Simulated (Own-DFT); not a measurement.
## Calculated data, GaP (zincblende, atoms displaced)

All values are calculated (Own-DFT development build). A calculation, not a measurement: plane-wave PBE density functional theory by an unreviewed code, no spin, of a simulated periodic cell, stress positive in tension, free energy of the whole cell less one offset for each atom, forces on such cells passed a denser k mesh, this cell's mesh not checked; offsets are fitted by least squares, one for each functional and potential file, so energies compare only between cells with the same atoms and settings and are not formation energies; the far tail of each file's local potential was reset to the Coulomb form; each entry is a single point on an unrelaxed cell, so the pressure reflects the starting lattice, mostly measured values (interpolated for alloys), from which strain is counted, and rises with the displacements; printed positions are rounded, which can move forces by about a meV/angstrom; the program, named Own-DFT, is a retired in-house code; no spin-orbit coupling.

Settings shared by all entries: functional PBE; potential files PseudoDojo norm-conserving, scalar-relativistic, standard set; wave cutoff 42 hartree; occupations Fermi-Dirac; smearing width 0.1 eV; hardware one NVIDIA H200; k mesh 2 x 3 x 3 centred on Gamma.

(1) GaP (zincblende, atoms displaced)

```
GaP
1.0
     16.3515     0.0000     0.0000
      0.0000    10.9010     0.0000
      0.0000     0.0000    10.9010
Ga P Ga P Ga P Ga P Ga P Ga P Ga P Ga P Ga P Ga P Ga P Ga P
4 4 4 4 4 4 4 4 4 4 4 4 4 4 4 4 4 4 4 4 4 4 4 4
Direct
  0.00069 0.00076 0.99986
  0.99801 0.25051 0.24829
  0.16688 0.00285 0.25055
  0.16744 0.24983 0.99714
  0.08413 0.12384 0.12313
  0.08281 0.37637 0.37452
  0.24950 0.12725 0.37166
  0.24959 0.37417 0.12492
  0.00020 0.00184 0.49987
  0.99876 0.25044 0.74987
  0.16445 0.99937 0.75192
  0.16557 0.25079 0.50082
  0.08286 0.12086 0.62444
  0.08183 0.37572 0.87710
  0.24947 0.12212 0.87553
  0.24948 0.38262 0.62742
  0.99804 0.49880 0.00016
  0.99982 0.74930 0.24894
  0.16715 0.50213 0.24922
  0.16607 0.75132 0.00222
  0.08261 0.62658 0.12547
  0.08088 0.87625 0.37334
  0.24951 0.62340 0.37304
  0.25165 0.87519 0.12374
  0.99899 0.50348 0.49933
  0.00293 0.74705 0.74893
  0.16648 0.49968 0.74917
  0.16716 0.74700 0.49839
  0.08383 0.62560 0.62670
  0.08085 0.87633 0.87382
  0.25102 0.62736 0.87310
  0.24871 0.87339 0.62495
  0.33335 0.00063 0.00317
  0.33438 0.25029 0.25248
  0.50151 0.00157 0.25134
  0.50101 0.25094 0.00098
  0.41747 0.12583 0.12537
  0.41779 0.37575 0.37532
  0.58056 0.12436 0.37332
  0.58302 0.37530 0.12027
  0.33187 0.00326 0.50083
  0.33255 0.24957 0.74878
  0.50112 0.00044 0.74932
  0.49996 0.24842 0.49872
  0.41550 0.12472 0.62614
  0.41465 0.37479 0.87203
  0.58388 0.12509 0.87591
  0.58348 0.37494 0.62234
  0.33400 0.49773 0.00306
  0.33223 0.74933 0.25085
  0.49880 0.50309 0.25115
  0.50033 0.75177 0.99621
  0.41931 0.62459 0.12558
  0.41512 0.87456 0.37492
  0.58233 0.62485 0.37448
  0.58436 0.87421 0.12632
  0.33304 0.50098 0.50189
  0.33362 0.74939 0.74927
  0.49843 0.49942 0.74963
  0.49831 0.75365 0.50144
  0.41837 0.62617 0.62551
  0.41506 0.87753 0.87520
  0.58381 0.62517 0.87540
  0.58560 0.87617 0.62555
  0.66590 0.99661 0.99868
  0.66525 0.25114 0.25246
  0.83038 0.00020 0.24597
  0.83232 0.25129 0.99982
  0.75089 0.12708 0.12514
  0.74921 0.37333 0.37298
  0.92009 0.12642 0.37575
  0.91535 0.37547 0.12442
  0.66697 0.00234 0.49927
  0.66669 0.25157 0.74877
  0.83409 0.00214 0.75057
  0.83410 0.25081 0.49769
  0.75218 0.12685 0.62524
  0.74933 0.37353 0.87496
  0.91561 0.12443 0.87375
  0.91531 0.37481 0.62273
  0.66752 0.50020 0.00141
  0.66618 0.74696 0.25139
  0.83326 0.49994 0.24754
  0.83222 0.75003 0.00079
  0.75078 0.62692 0.12523
  0.75154 0.87468 0.37596
  0.91522 0.62741 0.37619
  0.91989 0.87342 0.12312
  0.66612 0.49867 0.49741
  0.66711 0.75058 0.74984
  0.83392 0.50017 0.74935
  0.83150 0.75060 0.50069
  0.74994 0.62672 0.62703
  0.75160 0.87412 0.87172
  0.91828 0.62137 0.87640
  0.91628 0.87464 0.62492
```

| Item | Value |
| --- | --- |
| free energy of cell above offsets | -53.636 eV |
| pressure | 2.7 GPa |
| stress xx | -2.69 GPa |
| stress yy | -2.71 GPa |
| stress zz | -2.71 GPa |
| stress yz | 0.12 GPa |
| stress xz | -0.06 GPa |
| stress xy | -0.1 GPa |
| wall time | 898 s |

Force:
```tsv
element	x (eV/Å)	y (eV/Å)	z (eV/Å)
Ga	-0.183	0.069	-0.125
Ga	0.496	0.037	-0.041
Ga	-0.093	-0.477	-0.18
Ga	-0.132	-0.02	0.172
P	-0.114	0.403	0.096
P	-0.073	0.047	-0.085
P	0.019	0.031	0.583
P	0.049	-0.05	0.119
Ga	-0.174	-0.446	0.043
Ga	0.123	-0.063	-0.142
Ga	0.276	-0.185	-0.172
Ga	0.124	0.131	0.062
P	0.127	0.679	0.226
P	0.217	-0.102	-0.334
P	0.136	0.223	-0.175
P	0.056	-1.092	-0.369
Ga	0.361	0.072	0.279
Ga	-0.067	0.032	0.228
Ga	-0.254	-0.325	-0.113
Ga	0.048	0.043	-0.446
P	0.043	-0.334	-0.139
P	0.543	-0.163	0.158
P	0.223	0.078	0.241
P	-0.393	0.038	0.409
Ga	0.087	-0.214	0.081
Ga	-0.676	0.302	0.175
Ga	-0.237	0.329	0.609
Ga	-0.265	0.403	-0.074
P	0.102	-0.282	-0.452
P	0.359	-0.286	0.279
P	-0.239	-0.349	0.506
P	0.07	0.212	-0.044
Ga	0.124	0.117	-0.214
Ga	0.014	0.168	-0.342
Ga	-0.48	-0.511	-0.348
Ga	-0.358	-0.08	-0.445
P	0.005	0.03	0.1
P	-0.232	0.055	0.167
P	0.632	0.161	0.351
P	0.033	0.22	0.856
Ga	-0.112	-0.329	-0.113
Ga	-0.284	0.037	0.07
Ga	-0.105	-0.026	0.162
Ga	-0.176	0.104	0.249
P	0.235	0.101	-0.188
P	0.318	-0.154	0.406
P	-0.018	0.043	-0.175
P	-0.168	-0.028	0.213
Ga	-0.081	0.356	-0.281
Ga	0.255	-0.084	-0.239
Ga	0.369	-0.465	-0.222
Ga	-0.045	0.028	0.273
P	-0.518	0.331	-0.228
P	0.076	0.356	0.015
P	-0.017	0.147	0.34
P	-0.184	-0.05	-0.055
Ga	0.256	0.137	-0.248
Ga	0.038	0.229	-0.042
Ga	0.365	-0.025	0.048
Ga	0.363	-0.086	-0.116
P	-0.272	-0.005	-0.099
P	0.233	-0.092	-0.152
P	-0.011	-0.114	-0.189
P	-0.304	0.018	-0.166
Ga	0.372	0.222	0.095
Ga	-0.112	-0.145	-0.506
Ga	0.871	-0.102	0.333
Ga	0.155	-0.153	-0.14
P	-0.612	-0.117	-0.172
P	0.206	0.296	0.106
P	-0.839	-0.261	-0.331
P	0.084	-0.103	-0.021
Ga	0.164	0.005	-0.001
Ga	-0.048	-0.195	0
Ga	0	-0.296	-0.26
Ga	0.008	-0.147	-0.062
P	-0.324	-0.025	-0.158
P	0.081	0.379	-0.083
P	0.194	0.256	0.405
P	0.258	0.19	0.103
Ga	0.058	0.099	-0.218
Ga	0.155	0.321	0.051
Ga	-0.028	0.105	0.341
Ga	0.499	0.056	-0.262
P	-0.202	-0.24	0.027
P	-0.509	0.125	-0.257
P	-0.018	-0.167	-0.261
P	-0.726	0.246	0.083
Ga	0.204	0.264	0.2
Ga	-0.088	-0.108	0.112
Ga	-0.074	-0.102	0.136
Ga	0.267	0.032	0.19
P	-0.149	-0.4	-0.34
P	-0.175	0.132	0.325
P	-0.369	0.535	-0.273
P	0.189	-0.032	0.075
```

(2) GaP (zincblende, atoms displaced)

```
GaP
1.0
     16.3515     0.0000     0.0000
      0.0000    10.9010     0.0000
      0.0000     0.0000    10.9010
Ga P Ga P Ga P Ga P Ga P Ga P Ga P Ga P Ga P Ga P Ga P Ga P
4 4 4 4 4 4 4 4 4 4 4 4 4 4 4 4 4 4 4 4 4 4 4 4
Direct
  0.99916 0.99997 0.00019
  0.99702 0.24996 0.24936
  0.16745 0.99811 0.24759
  0.16582 0.25255 0.00075
  0.08177 0.12738 0.12634
  0.08334 0.37340 0.37812
  0.25089 0.12414 0.37337
  0.25059 0.37262 0.12446
  0.00199 0.00002 0.50051
  0.99963 0.25033 0.74682
  0.16693 0.00085 0.74873
  0.16550 0.24996 0.50198
  0.08361 0.12791 0.62582
  0.08323 0.37737 0.87512
  0.24945 0.12256 0.87664
  0.24894 0.37522 0.62593
  0.00182 0.49850 0.00203
  0.99765 0.74883 0.25379
  0.16584 0.49698 0.25101
  0.16731 0.75300 0.99973
  0.08451 0.62250 0.12194
  0.08315 0.87302 0.37342
  0.24930 0.62602 0.37545
  0.24989 0.87564 0.12670
  0.00117 0.49946 0.50074
  0.99867 0.74987 0.74914
  0.16645 0.50011 0.74892
  0.16744 0.74922 0.49961
  0.08208 0.62314 0.62268
  0.08226 0.87478 0.87474
  0.25161 0.62514 0.87348
  0.24962 0.87658 0.62336
  0.33110 0.99543 0.00135
  0.33547 0.25131 0.25073
  0.50028 0.00006 0.25277
  0.49824 0.25370 0.00419
  0.41484 0.12430 0.12411
  0.41586 0.37596 0.37681
  0.58340 0.12531 0.37552
  0.58276 0.37585 0.12458
  0.33124 0.00024 0.49535
  0.33083 0.24814 0.75280
  0.50142 0.99901 0.75103
  0.50051 0.24763 0.49778
  0.41623 0.12712 0.62233
  0.41770 0.37686 0.87619
  0.58362 0.12402 0.87548
  0.58406 0.37333 0.62517
  0.33448 0.49956 0.00280
  0.33280 0.74898 0.25149
  0.50060 0.50131 0.24493
  0.49880 0.75070 0.99875
  0.41697 0.62488 0.12625
  0.41457 0.87503 0.37346
  0.58121 0.62347 0.37605
  0.58192 0.87607 0.12675
  0.33267 0.50007 0.49723
  0.33690 0.74953 0.75338
  0.49999 0.49983 0.75133
  0.49874 0.75011 0.49917
  0.41419 0.62490 0.62371
  0.41735 0.87583 0.87863
  0.58321 0.62536 0.87134
  0.58362 0.87317 0.62685
  0.66607 0.99962 0.99772
  0.66514 0.24980 0.24883
  0.83215 0.99815 0.25078
  0.83273 0.25199 0.00270
  0.75215 0.12768 0.12347
  0.75087 0.37411 0.37386
  0.91633 0.12343 0.37323
  0.91832 0.37344 0.12745
  0.66810 0.99830 0.49726
  0.66566 0.25006 0.75183
  0.83386 0.99974 0.75055
  0.83244 0.25494 0.50188
  0.75101 0.12861 0.62467
  0.75067 0.37039 0.87438
  0.91853 0.12491 0.87709
  0.91753 0.37578 0.62558
  0.66685 0.49994 0.99873
  0.66818 0.75059 0.25195
  0.83408 0.49967 0.24950
  0.83520 0.75057 0.99954
  0.74906 0.62569 0.12429
  0.74932 0.87521 0.37511
  0.91616 0.62517 0.37399
  0.91813 0.87397 0.12336
  0.66760 0.49856 0.49615
  0.66531 0.74868 0.75076
  0.83213 0.49944 0.74922
  0.83423 0.74986 0.50050
  0.74916 0.62641 0.62615
  0.74958 0.87667 0.87621
  0.91648 0.62544 0.87422
  0.91820 0.87275 0.62361
```

| Property | Result |
| --- | --- |
| free energy of cell above offsets | -53.609 eV |
| pressure | 2.71 GPa |
| stress xx | -2.71 GPa |
| stress yy | -2.72 GPa |
| stress zz | -2.71 GPa |
| stress yz | 0.04 GPa |
| stress xz | 0.04 GPa |
| stress xy | -0.02 GPa |
| wall time | 922.2 s |

Force:
```tsv
element	x (eV/Å)	y (eV/Å)	z (eV/Å)
Ga	0.365	0.069	0.069
Ga	0.531	-0.177	0.475
Ga	-0.377	0.418	0.276
Ga	-0.051	-0.309	-0.116
P	0.247	-0.263	-0.138
P	-0.234	-0.053	-0.435
P	-0.477	0.38	-0.079
P	0.022	0.249	0.253
Ga	-0.126	0.075	-0.158
Ga	0.067	0.04	0.564
Ga	-0.151	-0.132	0.088
Ga	0.452	-0.119	-0.234
P	-0.059	-0.42	-0.048
P	-0.016	-0.326	-0.255
P	-0.156	0.112	0.124
P	0.215	-0.059	-0.115
Ga	-0.398	0.16	-0.25
Ga	0.513	-0.064	-0.666
Ga	0.122	0.12	-0.126
Ga	0.007	-0.352	-0.171
P	-0.08	0.469	0.615
P	0.182	0.152	0.121
P	-0.037	-0.308	-0.231
P	0.017	-0.453	-0.076
Ga	-0.289	0.001	-0.235
Ga	0.312	-0.19	0.054
Ga	-0.003	0.192	0.088
Ga	-0.251	0.12	0.154
P	0.29	0.395	0.342
P	0.137	0.11	-0.123
P	-0.184	0.014	0.298
P	0.26	-0.292	0.308
Ga	0.24	0.454	-0.058
Ga	-0.262	-0.163	-0.026
Ga	-0.278	0.126	-0.285
Ga	0.122	-0.543	-0.414
P	0.266	-0.129	0.155
P	0.501	0.054	-0.383
P	0.149	-0.183	-0.127
P	0.265	0.019	-0.016
Ga	0.288	0.042	0.488
Ga	0.407	0.194	-0.178
Ga	-0.332	0.269	-0.224
Ga	-0.087	0.388	0.303
P	-0.103	-0.468	0.346
P	-0.339	-0.258	-0.106
P	-0.336	0.38	0.21
P	-0.125	0.21	-0.149
Ga	-0.224	0.073	-0.23
Ga	0.003	-0.037	-0.163
Ga	-0.178	-0.185	0.65
Ga	0.367	-0.201	0.269
P	-0.164	0.262	-0.202
P	0.336	-0.01	0.166
P	0.346	0.178	-0.246
P	0.327	-0.182	-0.132
Ga	-0.212	-0.022	0.352
Ga	-0.49	0.264	-0.344
Ga	-0.084	-0.005	-0.53
Ga	-0.072	0.035	0.16
P	0.473	-0.129	0.087
P	-0.063	0.135	-0.378
P	-0.126	-0.088	0.618
P	-0.039	0.184	-0.439
Ga	0.072	0.148	0.481
Ga	0.298	-0.044	-0.016
Ga	0.238	0.116	-0.317
Ga	0.52	-0.13	-0.287
P	-0.62	-0.481	0.269
P	-0.177	0.107	-0.217
P	-0.171	0.121	0.523
P	-0.371	0.474	-0.419
Ga	-0.205	0.332	0.602
Ga	0.022	-0.242	-0.208
Ga	0.082	0.131	-0.113
Ga	0.381	-0.484	-0.248
P	-0.198	-0.446	0.057
P	-0.103	0.588	0.129
P	-0.402	0.238	-0.258
P	-0.19	0.183	-0.101
Ga	0.029	-0.032	-0.171
Ga	-0.551	-0.183	-0.145
Ga	-0.157	0.066	-0.137
Ga	-0.303	-0.034	-0.028
P	0.289	-0.065	0.006
P	0.356	-0.231	0.047
P	-0.085	-0.336	0.369
P	-0.294	0.073	0.401
Ga	-0.147	0.112	0.404
Ga	0.39	0.293	0.012
Ga	0.097	0.065	0.133
Ga	-0.185	-0.04	0.001
P	0.044	-0.208	-0.304
P	0.104	-0.376	-0.223
P	0.046	-0.388	0.147
P	-0.234	0.457	0.07
```

(3) GaP (zincblende, atoms displaced)

```
GaP
1.0
     16.3515     0.0000     0.0000
      0.0000    10.9010     0.0000
      0.0000     0.0000    10.9010
Ga P Ga P Ga P Ga P Ga P Ga P Ga P Ga P Ga P Ga P Ga P Ga P
4 4 4 4 4 4 4 4 4 4 4 4 4 4 4 4 4 4 4 4 4 4 4 4
Direct
  0.00019 0.99957 0.00346
  0.00034 0.24908 0.25290
  0.16564 0.99995 0.24912
  0.16624 0.24647 0.99964
  0.08505 0.12618 0.12804
  0.08254 0.37630 0.37476
  0.24848 0.12386 0.37726
  0.25036 0.37455 0.12071
  0.99875 0.99930 0.50044
  0.00142 0.25139 0.74981
  0.16697 0.99994 0.74988
  0.16719 0.25012 0.49750
  0.08346 0.12337 0.62904
  0.08150 0.37373 0.87646
  0.24989 0.12780 0.87469
  0.24922 0.37117 0.62499
  0.99823 0.49943 0.00161
  0.00152 0.75101 0.24684
  0.16833 0.50040 0.25167
  0.16792 0.75563 0.99775
  0.08392 0.62661 0.12637
  0.08350 0.87464 0.37777
  0.24918 0.62381 0.37353
  0.24866 0.87475 0.12548
  0.99928 0.49915 0.50172
  0.99926 0.74924 0.74937
  0.16528 0.50076 0.75110
  0.16744 0.75083 0.49987
  0.08245 0.62738 0.62435
  0.08617 0.87608 0.87528
  0.25264 0.62525 0.87292
  0.25222 0.87639 0.62573
  0.33737 0.99925 0.00136
  0.33530 0.25171 0.24761
  0.50102 0.99922 0.25202
  0.50006 0.24876 0.00134
  0.41797 0.12317 0.12809
  0.41701 0.37253 0.37391
  0.58130 0.12683 0.37395
  0.58395 0.37437 0.12650
  0.33147 0.99979 0.49696
  0.33454 0.24701 0.74820
  0.49978 0.99942 0.75384
  0.50194 0.24880 0.50195
  0.41648 0.12269 0.62695
  0.41775 0.37244 0.87656
  0.58423 0.12383 0.87470
  0.58360 0.37912 0.62352
  0.33384 0.49938 0.99499
  0.33317 0.75108 0.24882
  0.49959 0.50098 0.25138
  0.50091 0.75289 0.99890
  0.41366 0.62476 0.12465
  0.41553 0.87582 0.37434
  0.58192 0.62347 0.37045
  0.58453 0.87541 0.12527
  0.33321 0.49944 0.49696
  0.33346 0.75249 0.75224
  0.50006 0.49639 0.75274
  0.50097 0.74967 0.50552
  0.41662 0.62672 0.62532
  0.41714 0.87600 0.87567
  0.58266 0.62471 0.87471
  0.58332 0.87295 0.62554
  0.66691 0.99861 0.00286
  0.66976 0.24817 0.24710
  0.83397 0.00064 0.24892
  0.83312 0.25104 0.99585
  0.74985 0.12214 0.12663
  0.75002 0.37326 0.37624
  0.91551 0.12336 0.37594
  0.91751 0.37090 0.12522
  0.66370 0.00089 0.49905
  0.66808 0.24560 0.74957
  0.83460 0.00104 0.74764
  0.83255 0.24984 0.49849
  0.75004 0.12284 0.62464
  0.74975 0.37420 0.87470
  0.91572 0.12471 0.87587
  0.91688 0.37442 0.62452
  0.66717 0.50307 0.00066
  0.66727 0.75078 0.24957
  0.83145 0.50159 0.25119
  0.83390 0.74966 0.00180
  0.74950 0.62723 0.12106
  0.74875 0.87500 0.37360
  0.91542 0.62545 0.37910
  0.91618 0.87629 0.12459
  0.66701 0.49773 0.50036
  0.66636 0.74644 0.75158
  0.83425 0.50012 0.74607
  0.83407 0.74868 0.50103
  0.75019 0.62329 0.62510
  0.74874 0.87465 0.87426
  0.91710 0.62649 0.87532
  0.91712 0.87591 0.62618
```

| Item | Value |
| --- | --- |
| free energy of cell above offsets | -53.571 eV |
| pressure | 2.72 GPa |
| stress xx | -2.72 GPa |
| stress yy | -2.73 GPa |
| stress zz | -2.72 GPa |
| stress yz | -0.19 GPa |
| stress xz | -0.03 GPa |
| stress xy | 0.08 GPa |
| wall time | 942.8 s |

Force:
```tsv
element	x (eV/Å)	y (eV/Å)	z (eV/Å)
Ga	0.209	0.205	-0.324
Ga	-0.047	-0.036	-0.07
Ga	0.158	-0.137	0.354
Ga	-0.002	0.395	-0.023
P	-0.46	-0.127	-0.183
P	0.144	-0.033	0.106
P	0.269	0.267	-0.715
P	-0.074	0.059	0.26
Ga	0.282	0.139	0.145
Ga	-0.346	-0.26	0.096
Ga	0.306	0.073	0.073
Ga	-0.414	-0.103	0.359
P	-0.071	0.208	-0.669
P	0.316	0.266	0.127
P	0.337	-0.612	0.119
P	0.167	0.543	0.021
Ga	0.241	0.115	0.071
Ga	-0.323	-0.058	0.554
Ga	-0.252	-0.226	-0.449
Ga	0.036	-0.806	0.161
P	0.21	-0.215	-0.458
P	-0.11	0.118	-0.331
P	0.284	0.349	0.242
P	0.443	0.333	-0.045
Ga	0.102	0.15	-0.109
Ga	0.273	0.278	0.251
Ga	0.12	-0.139	-0.129
Ga	0.129	-0.062	0.154
P	0.169	-0.256	0.033
P	-0.75	0.039	-0.168
P	-0.609	0.096	0.14
P	-0.372	-0.147	-0.047
Ga	-0.759	0.239	0.03
Ga	-0.527	-0.251	0.161
Ga	-0.101	-0.165	-0.076
Ga	0.238	-0.068	0.064
P	0.069	0.105	-0.208
P	0.146	0.174	0.276
P	0.528	-0.023	-0.02
P	0.042	0.156	-0.145
Ga	0.353	0.091	0.269
Ga	-0.143	0.316	0.178
Ga	0.177	-0.011	-0.4
Ga	-0.418	0.171	0.102
P	0.219	-0.086	-0.404
P	-0.156	-0.105	-0.244
P	-0.058	0.044	0.275
P	0.085	-0.726	0.422
Ga	-0.001	-0.017	0.333
Ga	-0.168	-0.08	0.121
Ga	-0.288	-0.258	-0.422
Ga	-0.19	-0.371	0.323
P	0.583	0.032	-0.217
P	0.305	-0.277	0.218
P	0.423	0.364	0.727
P	-0.286	-0.058	0.123
Ga	-0.02	-0.094	0.348
Ga	0.19	-0.137	-0.323
Ga	-0.171	0.374	-0.257
Ga	-0.185	-0.065	-0.769
P	-0.128	-0.449	0.236
P	0.028	-0.171	0.027
P	-0.07	-0.084	0.146
P	0.129	0.294	0.315
Ga	0.027	0.076	-0.355
Ga	-0.465	0.149	0.345
Ga	-0.163	-0.216	0.229
Ga	-0.097	-0.202	0.49
P	0.359	0.287	-0.508
P	-0.092	0.123	-0.254
P	0.187	0.126	-0.043
P	-0.414	0.368	0.213
Ga	0.182	-0.112	-0.052
Ga	-0.24	0.489	-0.102
Ga	-0.244	-0.192	0.381
Ga	0.107	-0.096	0.271
P	-0.005	0.067	-0.299
P	-0.057	0.325	-0.209
P	0.398	-0.035	-0.162
P	-0.006	-0.237	-0.025
Ga	-0.234	-0.46	-0.168
Ga	-0.127	-0.199	-0.029
Ga	0.276	-0.14	-0.19
Ga	-0.063	0.276	-0.465
P	0.157	-0.162	0.603
P	0.287	0.07	0.32
P	0.371	-0.036	-0.689
P	0.107	-0.201	0.152
Ga	-0.072	0.427	-0.371
Ga	0.095	0.201	-0.168
Ga	-0.049	-0.08	0.508
Ga	-0.343	0.378	0.067
P	-0.13	0.173	-0.122
P	0.347	0.025	0.042
P	-0.177	-0.244	-0.034
P	-0.136	-0.226	-0.127
```

(4) GaP (zincblende, atoms displaced)

```
GaP
1.0
     16.3515     0.0000     0.0000
      0.0000    10.9010     0.0000
      0.0000     0.0000    10.9010
Ga P Ga P Ga P Ga P Ga P Ga P Ga P Ga P Ga P Ga P Ga P Ga P
4 4 4 4 4 4 4 4 4 4 4 4 4 4 4 4 4 4 4 4 4 4 4 4
Direct
  0.00224 0.99615 0.00076
  0.00158 0.25075 0.25059
  0.16629 0.00048 0.24835
  0.16613 0.25006 0.99965
  0.08197 0.12580 0.12631
  0.08322 0.37944 0.37469
  0.24969 0.12511 0.37528
  0.25078 0.37618 0.12569
  0.00079 0.99986 0.50190
  0.99930 0.25330 0.74963
  0.16509 0.99981 0.74979
  0.16658 0.24980 0.50287
  0.08407 0.12930 0.62560
  0.08084 0.37523 0.87735
  0.24968 0.12355 0.87231
  0.25048 0.37678 0.62353
  0.00005 0.50124 0.99770
  0.00216 0.75263 0.24960
  0.16521 0.50091 0.24967
  0.16785 0.75134 0.99950
  0.08280 0.62627 0.12463
  0.08430 0.87456 0.37403
  0.25056 0.62742 0.37854
  0.24976 0.87275 0.12797
  0.00193 0.50218 0.49994
  0.99850 0.74822 0.75105
  0.17024 0.49967 0.75354
  0.16682 0.74993 0.50211
  0.08381 0.62367 0.62396
  0.08164 0.87412 0.87441
  0.25116 0.62545 0.87485
  0.24989 0.87435 0.62244
  0.33478 0.00107 0.00189
  0.33388 0.24969 0.25068
  0.50177 0.00189 0.25018
  0.49914 0.24975 0.99885
  0.41594 0.12559 0.12501
  0.41667 0.37769 0.37751
  0.58387 0.12133 0.37423
  0.58429 0.37995 0.12631
  0.33557 0.00083 0.50105
  0.33239 0.25116 0.74735
  0.49813 0.00126 0.74901
  0.50118 0.25075 0.49985
  0.41557 0.12519 0.62445
  0.41737 0.37752 0.87229
  0.58228 0.12695 0.87344
  0.58302 0.37395 0.62370
  0.33347 0.50027 0.00196
  0.33235 0.74938 0.25381
  0.49992 0.50093 0.24679
  0.50090 0.75138 0.00118
  0.41683 0.62546 0.12625
  0.41718 0.87355 0.37656
  0.58468 0.62437 0.37560
  0.58441 0.87709 0.12735
  0.33200 0.49993 0.50050
  0.33468 0.74791 0.74956
  0.50125 0.50162 0.74962
  0.50065 0.74994 0.49601
  0.41574 0.62359 0.62617
  0.41650 0.87286 0.87735
  0.58445 0.62619 0.87484
  0.58379 0.87326 0.62715
  0.66874 0.00146 0.00465
  0.66869 0.25044 0.25086
  0.83502 0.00286 0.25055
  0.83230 0.25123 0.00200
  0.74913 0.12702 0.12602
  0.75100 0.37808 0.37631
  0.91667 0.12493 0.37297
  0.91519 0.37173 0.12404
  0.66574 0.00021 0.49990
  0.66666 0.24856 0.74796
  0.83391 0.99972 0.74903
  0.83550 0.25144 0.49827
  0.74851 0.12259 0.62782
  0.74893 0.37730 0.87830
  0.91751 0.12667 0.87743
  0.91748 0.37697 0.62535
  0.66568 0.50341 0.99993
  0.66488 0.75033 0.24990
  0.83513 0.49837 0.24767
  0.83385 0.74779 0.00106
  0.74858 0.62582 0.12304
  0.74934 0.87626 0.37528
  0.91855 0.62444 0.37686
  0.91384 0.87379 0.12553
  0.66725 0.50194 0.49842
  0.66435 0.74989 0.74720
  0.83285 0.49738 0.74948
  0.83324 0.74722 0.49909
  0.75061 0.62677 0.62656
  0.74799 0.87302 0.87596
  0.91656 0.62229 0.87674
  0.91550 0.87455 0.62610
```

| Item | Value |
| --- | --- |
| free energy of cell above offsets | -53.631 eV |
| pressure | 2.71 GPa |
| stress xx | -2.71 GPa |
| stress yy | -2.71 GPa |
| stress zz | -2.71 GPa |
| stress yz | -0.25 GPa |
| stress xz | -0.01 GPa |
| stress xy | 0.15 GPa |
| wall time | 910 s |

Force:
```tsv
element	x (eV/Å)	y (eV/Å)	z (eV/Å)
Ga	-0.593	0.324	0.14
Ga	-0.279	0.171	0.067
Ga	0.052	0.059	0.181
Ga	0.111	-0.041	0.027
P	0.331	-0.157	-0.21
P	0.135	-0.613	0.161
P	0.068	-0.048	0.051
P	-0.242	-0.166	0.015
Ga	-0.062	0.01	-0.12
Ga	-0.063	-0.257	0.168
Ga	0.154	-0.139	-0.159
Ga	0.095	0.297	-0.515
P	-0.347	-0.387	0.122
P	0.662	0.065	-0.329
P	0.061	0.145	0.339
P	-0.207	-0.207	0.187
Ga	-0.159	-0.168	0.583
Ga	-0.48	-0.165	0.055
Ga	0.424	0.257	0.019
Ga	-0.16	-0.125	-0.035
P	0.107	-0.038	-0.182
P	0.015	0.228	0.304
P	-0.345	-0.422	-0.312
P	0.18	0.347	-0.287
Ga	-0.27	-0.146	0.098
Ga	0.048	-0.096	-0.184
Ga	-0.641	-0.085	-0.175
Ga	-0.153	0.041	-0.171
P	0.193	0.143	0.582
P	0.394	-0.143	-0.077
P	0.034	0.103	0.275
P	0.143	0.191	0.489
Ga	-0.405	-0.277	-0.153
Ga	-0.057	0.198	0.19
Ga	-0.504	-0.297	-0.052
Ga	0.165	0.361	0.104
P	0.315	0.059	0.171
P	0.106	-0.23	-0.352
P	0.027	0.746	0.134
P	-0.107	-0.752	-0.208
Ga	-0.404	-0.15	-0.235
Ga	0.124	0.024	0.247
Ga	0.159	-0.243	0.212
Ga	-0.178	-0.215	-0.169
P	0.28	0.231	0.005
P	-0.239	-0.219	0.248
P	0.211	-0.372	0.301
P	0.292	0.303	0.066
Ga	0.155	-0.009	-0.23
Ga	0.251	0.003	-0.162
Ga	-0.019	0.019	0.533
Ga	0.075	-0.078	0.073
P	-0.119	0.255	-0.076
P	0.03	0.396	-0.364
P	-0.332	0.006	-0.28
P	-0.225	-0.093	-0.27
Ga	0.246	0.183	-0.014
Ga	-0.215	0.325	-0.02
Ga	0.006	-0.054	-0.047
Ga	0.004	-0.188	0.615
P	0.387	0.125	-0.388
P	0.007	0.279	-0.231
P	-0.339	0.032	-0.022
P	-0.518	0.37	-0.49
Ga	-0.383	-0.047	-0.62
Ga	-0.351	0.27	0.167
Ga	-0.503	-0.286	-0.077
Ga	-0.074	-0.203	-0.356
P	0.403	-0.073	0.102
P	0.05	-0.26	-0.137
P	0.407	0.116	0.392
P	0.608	0.383	0.071
Ga	0.145	-0.26	0.243
Ga	0.005	0.344	0.349
Ga	-0.158	0.004	0.559
Ga	-0.391	-0.203	0.335
P	0.462	0.337	-0.587
P	-0.055	-0.322	-0.396
P	-0.084	-0.232	-0.158
P	-0.005	-0.052	-0.255
Ga	0.091	-0.141	-0.011
Ga	0.41	0.016	0.107
Ga	-0.197	0.367	0.125
Ga	-0.31	0.12	-0.265
P	0.27	-0.057	0.478
P	0.214	-0.122	-0.097
P	-0.141	0.117	-0.477
P	0.557	0.14	0.002
Ga	0.052	-0.137	0.415
Ga	0.461	-0.023	0.401
Ga	-0.092	0.193	0.198
Ga	-0.016	0.329	-0.065
P	-0.135	-0.286	-0.083
P	0.352	0.149	-0.076
P	-0.202	0.202	-0.315
P	0.226	-0.097	-0.209
```
